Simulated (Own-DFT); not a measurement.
# Which arrangement is lower? Ga32P32, 64 atoms

Calculated results; nothing here was measured. The program, named Own-DFT, is a retired in-house plane-wave density functional code that no person has reviewed. Each row is one single-point run on a periodic cell that was not relaxed, without spin or spin-orbit coupling.

Settings of every run: PBE; PseudoDojo norm-conserving scalar-relativistic files; cutoff 42 hartree; 3 x 3 x 3 k mesh centred on Gamma; Fermi-Dirac smearing of 0.1 eV.

Known limits, some of them of some rows only: not probed for a lower state with spin; forces on such cells failed a check on a denser k mesh; forces on such cells passed a denser k mesh, each cell not checked; stress not checked against mesh or cutoff.

All cells hold the same atoms in the same cell, with vectors in Å (10.901, 0.000, 0.000); (0.000, 10.901, 0.000); (0.000, 0.000, 10.901). Every atom was moved at random from its ideal site; u is the rms move along one axis. The defect's site can differ from row to row. E is the free energy of the cell above the lowest run. The arrangements:

- A: zincblende GaP
- B: zincblende GaP, with one Ga on a P site and one P on a Ga site, 2.4 Å apart

```
arrangement   u (Å)  E (eV)  P (GPa)
          A  0.0185   0.003     2.70
          A  0.0202   0.050     2.71
          A  0.0202   0.000     2.70
          A  0.0490   2.222     3.17
          A  0.0499   2.335     3.22
          A  0.0527   2.906     3.32
          B  0.0293   3.707     2.98
          B  0.0300   3.610     2.98
          B  0.0322   3.827     3.01
          B  0.0468   5.157     3.39
          B  0.0493   5.252     3.26
          B  0.0510   5.506     3.41
```

Question: once the cost of the random moves is taken out, how do the arrangements rank?

## Worked answer

Fit E = a + b u², with one b for all and one a for each arrangement, and with residuals divided by u², since the noise grows with the moves. Then b = 1108 eV/Å², the scatter at u = 0.04 Å is 0.11 eV, and against A:

- B: 3.09 ± 0.05 eV (higher)

These are energies of unrelaxed cells. Relaxing the atoms lowers the strained arrangements most, so the gaps would shrink and small ones could change sign.
